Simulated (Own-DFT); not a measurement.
# Response to strain: wurtzite GaN, 96 atoms (Ga48N48)

These are calculations, not measurements. They come from Own-DFT, an in-house plane-wave density functional program, since retired, whose code no person has reviewed. Each row is one single-point run on a periodic cell that was not relaxed, without spin or spin-orbit coupling.

Settings of every run: PBE; PseudoDojo norm-conserving scalar-relativistic files (stringent for Ga); cutoff 96 hartree; 3 x 4 x 3 k mesh centred on Gamma; Gaussian smearing of 0.01 eV.

Known limits: forces on such cells passed a denser k mesh, each cell not checked; stress not checked against mesh or cutoff.

Unstrained cell vectors in Å: (12.756, 0.000, 0.000); (-4.784, 8.285, 0.000); (0.000, 0.000, 10.370). The unstrained cell has measured lattice constants (interpolated for alloys), not those of this functional. That, the random moves and any unrelaxed bonds set the pressure at no strain. Each run strains this cell uniformly, with the atoms carried along. Every atom was also moved at random, by a Gaussian of width 0.05 Å on each axis. Strain is the symmetric tensor, in per cent. Stress is positive in tension, and the pressure is minus a third of its trace.

| run | e_xx (%) | e_yy (%) | e_zz (%) | e_yz (%) | e_xz (%) | e_xy (%) | s_xx (GPa) | s_yy (GPa) | s_zz (GPa) | s_yz (GPa) | s_xz (GPa) | s_xy (GPa) | P (GPa) | E (meV/atom) |
|---|---|---|---|---|---|---|---|---|---|---|---|---|---|---|
| 1 | -1.95 | 0.68 | 0.56 | 1.01 | -1.31 | -0.73 | -15.65 | -5.83 | -4.80 | 2.17 | -2.46 | -3.04 | 8.76 | 14.3 |
| 2 | -1.60 | 0.77 | 1.98 | 1.64 | -2.00 | 1.60 | -12.43 | -4.74 | 0.28 | 2.83 | -4.55 | 6.18 | 5.63 | 24.7 |
| 3 | 1.90 | 0.60 | 1.63 | 0.80 | -1.92 | 1.02 | 2.38 | -2.21 | 0.75 | 1.02 | -3.96 | 2.36 | -0.30 | 2.9 |
| 4 | 0.83 | 0.62 | -1.89 | 0.64 | -0.44 | -1.66 | -3.91 | -4.19 | -17.61 | 1.63 | -0.96 | -4.60 | 8.57 | 23.9 |
| 5 | 0.92 | 1.78 | 0.08 | -0.62 | 0.24 | -0.78 | -1.60 | 1.26 | -5.59 | -2.01 | 0.46 | -2.70 | 1.98 | 0.0 |
| 6 | 1.90 | 1.70 | -1.13 | -1.51 | 1.71 | 0.30 | 0.84 | 0.70 | -9.54 | -2.80 | 3.81 | 0.65 | 2.66 | 8.2 |
| 7 | -1.12 | 1.55 | -1.57 | 1.80 | 1.76 | -0.09 | -11.63 | -3.89 | -13.53 | 3.89 | 3.31 | 0.99 | 9.68 | 31.7 |
| 8 | -1.42 | 0.90 | 0.43 | -1.55 | -1.31 | 1.28 | -13.52 | -5.95 | -5.21 | -3.75 | -3.62 | 4.15 | 8.23 | 36.3 |
| 9 | 0.92 | 0.42 | -0.25 | 1.85 | -0.18 | -0.03 | -4.41 | -4.60 | -6.63 | 4.63 | -0.02 | 0.00 | 5.22 | 9.1 |
| 10 | 0.13 | -1.56 | -1.43 | 0.54 | -0.33 | 0.09 | -9.29 | -14.98 | -16.42 | 1.25 | -1.19 | 0.62 | 13.56 | 39.1 |
| 11 | 0.46 | -1.84 | 0.97 | 0.40 | 0.74 | -1.84 | -5.04 | -16.33 | -4.41 | 0.28 | 1.20 | -6.17 | 8.59 | 26.7 |
| 12 | 1.57 | 1.56 | -1.49 | 1.93 | -1.35 | 0.96 | -0.55 | -0.26 | -11.88 | 3.43 | -2.52 | 3.02 | 4.23 | 16.3 |
| 13 | -0.34 | 1.15 | 1.03 | 0.71 | -1.20 | -1.42 | -6.35 | -1.78 | -2.82 | 1.43 | -2.62 | -3.60 | 3.65 | 6.5 |
| 14 | 1.23 | 1.16 | 0.71 | 0.95 | 1.52 | 1.34 | -1.03 | -0.50 | -2.87 | 2.05 | 2.82 | 3.16 | 1.47 | 5.4 |
| 15 | -1.33 | -1.47 | 0.56 | -1.38 | -0.98 | 0.34 | -13.09 | -14.34 | -6.56 | -2.37 | -2.63 | 0.30 | 11.33 | 12.8 |
| 16 | 0.31 | -1.64 | 1.67 | 0.45 | -0.39 | -0.47 | ? | ? | ? | ? | ? | ? | ? | ? |

E is the free energy for each atom above the lowest run shown.

## Worked fit

Each stress component was fitted by least squares to a constant and the strains of the runs shown, as fractions, with shears doubled. Shear strains stay in the fit of a normal stress only where such slopes are resolved. The slopes, in GPa:

| stress | at no strain | per e_xx | per e_yy | per e_zz | scatter |
|---|---|---|---|---|---|
| s_xx | -7.3 | 435 ± 16 | 60 ± 17 | 70 ± 17 | 0.75 |
| s_yy | -7.7 | 102 ± 17 | 442 ± 19 | 56 ± 19 | 0.83 |
| s_zz | -7.7 | 45 ± 21 | 94 ± 23 | 459 ± 23 | 1.02 |

Each shear stress against twice its own strain: yz 105 ± 6, xz 101 ± 4, xy 153 ± 9 GPa. These are stiffnesses along x, y and z of the frame in which the cell vectors are given, which need not be the crystal's axes. The atoms are held to the strained lattice; where symmetry lets them move under strain, relaxing them would lower some slopes. The table should be nearly symmetric about its diagonal, and what it lacks of that shows the noise. A ninth of its sum, 196 ± 4 GPa, estimates the bulk modulus near the mean pressure of these runs, 6.2 GPa, so it lies above the value at zero pressure.

## Withheld run

Question: what normal stresses and pressure should run 16 give?

The fit gives s_xx = -5.8, s_yy = -13.7, s_zz = -1.5 and P = 7.0 GPa. The calculation gave -6.09, -12.24, -1.02 and P = 6.45 GPa.
